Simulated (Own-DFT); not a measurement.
SiC (4H silicon carbide, atoms displaced) (calculated)

Computed with Own-DFT development build. A calculation, not a measurement: plane-wave PBE density functional theory by an unreviewed code, no spin, of a simulated periodic cell, stress positive in tension, free energy of the whole cell less one offset for each atom, forces on such cells passed a denser k mesh, this cell's mesh not checked; offsets are fitted by least squares, one for each functional and potential file, so energies compare only between cells with the same atoms and settings and are not formation energies; the far tail of each file's local potential was reset to the Coulomb form; each entry is a single point on an unrelaxed cell, so the pressure reflects the starting lattice, mostly measured values (interpolated for alloys), from which strain is counted, and rises with the displacements; printed positions are rounded, which can move forces by about a meV/angstrom; the program, named Own-DFT, is a retired in-house code; no spin-orbit coupling.

```cif
# cell vector a (Å): 6.1654 0.0000 0.0000
# cell vector b (Å): -3.0827 5.3394 0.0000
# cell vector c (Å): 0.0000 0.0000 10.0681
data_SiC
_symmetry_space_group_name_H-M 'P 1'
_symmetry_Int_Tables_number 1
_cell_length_a 6.1654
_cell_length_b 6.1654
_cell_length_c 10.0681
_cell_angle_alpha 90.000
_cell_angle_beta 90.000
_cell_angle_gamma 120.000
_cell_volume 331.44
loop_
_atom_site_label
_atom_site_type_symbol
_atom_site_fract_x
_atom_site_fract_y
_atom_site_fract_z
_atom_site_occupancy
Si1 Si 0.00380 0.00464 0.41575 1
Si2 Si 0.16712 0.34667 0.14357 1
C1 C 0.02041 0.00549 0.08557 1
C2 C 0.15738 0.32985 0.33195 1
Si3 Si 0.00796 0.50981 0.39990 1
Si4 Si 0.18483 0.78887 0.14711 1
C3 C 0.98738 0.47571 0.08816 1
C4 C 0.18143 0.86920 0.35417 1
Si5 Si 0.47390 0.98818 0.39804 1
Si6 Si 0.69531 0.34742 0.15001 1
C5 C 0.52095 0.02731 0.10138 1
C6 C 0.68715 0.35152 0.35594 1
Si7 Si 0.51528 0.52918 0.39268 1
Si8 Si 0.61573 0.81320 0.15580 1
C7 C 0.50756 0.49236 0.08362 1
C8 C 0.63531 0.84511 0.37153 1
Si9 Si 0.00891 0.00890 0.90601 1
Si10 Si 0.87478 0.68159 0.65050 1
C9 C 0.00316 0.01893 0.58585 1
C10 C 0.82566 0.65652 0.83734 1
Si11 Si 0.03335 0.49094 0.91302 1
Si12 Si 0.82227 0.16161 0.66652 1
C11 C 0.97489 0.47792 0.58557 1
C12 C 0.85451 0.16813 0.85398 1
Si13 Si 0.51236 0.02658 0.90209 1
Si14 Si 0.32775 0.66234 0.65337 1
C13 C 0.47055 0.99446 0.58863 1
C14 C 0.34509 0.69819 0.83315 1
Si15 Si 0.47908 0.47528 0.91180 1
Si16 Si 0.35630 0.17787 0.64869 1
C15 C 0.47383 0.46591 0.59319 1
C16 C 0.34036 0.17311 0.84043 1
_calc_functional 'PBE'
_calc_potential_files 'PseudoDojo norm-conserving, scalar-relativistic, standard set'
_calc_wave_cutoff 42  # hartree
_calc_occupations 'Fermi-Dirac'
_calc_smearing_width 0.1  # eV
_calc_hardware 'one NVIDIA H100'
_calc_k_mesh '5 x 5 x 3 centred on Gamma'
_calc_free_energy_of_cell_above_offsets '6.967'  # eV
_calc_pressure 11.4  # GPa
_calc_stress_xx -13.68  # GPa
_calc_stress_yy -10.84  # GPa
_calc_stress_zz -9.69  # GPa
_calc_stress_yz -1.42  # GPa
_calc_stress_xz -0.15  # GPa
_calc_stress_xy 3.02  # GPa
_calc_wall_time 128.6  # s
```

Force:
```csv
element,x (eV/Å),y (eV/Å),z (eV/Å)
Si,-2.51,1.778,-3.6
Si,3.639,-4.963,2.882
C,-0.595,-1.44,1.925
C,0.782,1.468,0.263
Si,1.2,0.057,1.362
Si,-4.442,6.295,1.834
C,2.626,2.793,-1.14
C,-3.668,-5.889,-3.95
Si,1.364,6.748,4.141
Si,-4.889,-1.07,4.216
C,-1.089,-2.908,-2.773
C,-2.254,-0.576,-3.815
Si,-0.752,-5.307,3.212
Si,5.591,1.67,0.653
C,-1.493,0.981,3.029
C,6.121,-0.563,-4.826
Si,1.789,-4.128,-0.241
Si,-4.124,-0.675,1.157
C,0.611,-1.187,4.178
C,1.174,0.494,1.372
Si,-3.709,2.408,-4.285
Si,0.161,-0.154,-2.285
C,2.629,1.073,0.786
C,-2.408,0.707,-1.876
Si,1.021,-1.323,0.992
Si,0.281,-1.118,-1.603
C,3.952,-1.574,0.359
C,0.932,-1.885,3.23
Si,1.84,4.474,-4.559
Si,-3.35,-2.883,2.643
C,0.21,7.78,-2.62
C,-0.643,-1.084,-0.658
```
